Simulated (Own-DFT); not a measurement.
# Strain and stress in 2H SiC, 32 atoms (C16Si16)

All numbers below are calculated, not measured. The program, named Own-DFT, is a retired in-house plane-wave density functional code that no person has reviewed. Each row is one single-point run on a periodic cell that was not relaxed, without spin or spin-orbit coupling.

Settings of every run: PBE; PseudoDojo norm-conserving scalar-relativistic files; cutoff 42 hartree; 5 x 5 x 3 k mesh centred on Gamma; Fermi-Dirac smearing of 0.1 eV.

Known limits: forces on such cells passed a denser k mesh, each cell not checked; stress not checked against mesh or cutoff.

Unstrained cell vectors in Å: (6.165, 0.000, 0.000); (-3.083, 5.339, 0.000); (0.000, 0.000, 10.068). The unstrained cell has measured lattice constants (interpolated for alloys), not those of this functional. That, the random moves and any unrelaxed bonds set the pressure at no strain. Each run strains this cell uniformly, with the atoms carried along. Every atom was also moved at random, by a Gaussian of width 0.05 Å on each axis. Strain is the symmetric tensor, in per cent. Stress is positive in tension, and the pressure is minus a third of its trace.

```
run,e_xx (%),e_yy (%),e_zz (%),e_yz (%),e_xz (%),e_xy (%),s_xx (GPa),s_yy (GPa),s_zz (GPa),s_yz (GPa),s_xz (GPa),s_xy (GPa),P (GPa),E (meV/atom)
1,-0.47,0.89,-1.12,1.28,-0.88,-0.51,-5.00,-1.45,-14.98,3.95,-1.55,-2.60,7.14,31.9
2,-1.05,1.93,-0.13,-0.15,-0.70,-0.02,-10.91,7.40,-11.40,-0.11,-2.68,-2.25,4.97,44.6
3,-1.82,-0.04,-1.21,-0.05,-0.57,-1.88,-16.13,-5.90,-16.22,1.47,-1.79,-10.41,12.75,22.4
4,1.00,-0.93,1.96,1.86,-0.16,1.42,-1.37,-6.60,3.80,6.34,-0.63,5.56,1.39,21.3
5,-0.81,-1.25,1.45,0.21,-0.76,-0.02,-13.38,-14.11,2.52,-0.79,-3.78,-1.84,8.33,49.3
6,0.08,0.02,0.39,-0.84,-1.69,0.71,-4.19,-2.03,-6.87,-3.58,-6.02,3.40,4.36,13.0
7,-0.89,-0.97,0.38,1.36,0.12,-1.66,-9.39,-8.18,-10.66,2.24,-0.02,-8.56,9.41,47.6
8,2.00,-1.30,1.33,1.05,1.80,0.25,3.88,-12.73,3.05,3.79,6.25,2.04,1.93,29.3
9,-1.64,-1.92,-0.51,-0.42,1.23,0.79,-13.18,-20.70,-11.97,-0.93,2.55,2.76,15.28,39.0
10,1.48,0.54,-0.33,-0.82,-1.56,-1.08,2.75,3.29,-9.15,-2.31,-4.28,-3.38,1.04,3.8
11,0.71,0.50,1.83,-0.24,1.93,-0.84,-0.45,0.88,3.78,-0.86,5.71,-3.65,-1.40,4.1
12,-1.99,0.53,0.36,-1.51,-0.03,-1.78,-16.20,-1.14,-7.00,-4.79,-0.73,-7.55,8.11,32.4
13,-1.20,-1.53,1.81,-1.76,0.92,-0.96,-12.57,-14.87,3.39,-7.95,3.17,-2.17,8.02,26.9
14,-0.47,1.07,-0.23,0.73,-0.15,-1.98,-8.84,1.65,-6.13,2.56,1.21,-10.14,4.44,13.8
15,1.98,1.77,-0.56,0.87,1.48,-1.25,9.37,3.55,-8.21,2.49,4.00,-4.71,-1.57,19.2
16,-0.87,1.77,-0.34,1.83,0.53,1.53,-9.84,5.17,-7.34,6.80,1.20,5.56,4.00,18.4
17,0.33,1.62,1.03,1.04,-0.92,0.12,-0.53,4.51,0.18,2.02,-2.87,0.30,-1.39,0.0
18,1.51,0.03,1.54,1.11,0.71,-0.70,?,?,?,?,?,?,?,?
```

E is the free energy for each atom above the lowest run shown.

## Worked fit

Each stress component was fitted by least squares to a constant and the strains of the runs shown, as fractions, with shears doubled. Shear strains stay in the fit of a normal stress only where such slopes are resolved. The slopes, in GPa:

```
stress,at no strain,per e_xx,per e_yy,per e_zz,scatter
s_xx,-4.9,577 ± 35,54 ± 37,-56 ± 47,1.64
s_yy,-4.8,47 ± 50,634 ± 53,80 ± 67,2.34
s_zz,-7.6,78 ± 44,37 ± 47,622 ± 60,2.09
```

Each shear stress against twice its own strain: yz 158 ± 14, xz 150 ± 10, xy 222 ± 12 GPa. These are stiffnesses along x, y and z of the frame in which the cell vectors are given, which need not be the crystal's axes. The atoms are held to the strained lattice; where symmetry lets them move under strain, relaxing them would lower some slopes. The table should be nearly symmetric about its diagonal, and what it lacks of that shows the noise. A ninth of its sum, 230 ± 7 GPa, estimates the bulk modulus near the mean pressure of these runs, 5.1 GPa, so it lies above the value at zero pressure.

## Withheld run

Question: what normal stresses and pressure should run 18 give?

The fit gives s_xx = 3.0, s_yy = -2.6, s_zz = 3.1 and P = -1.2 GPa. The calculation gave 6.69, -4.77, 2.02 and P = -1.31 GPa.
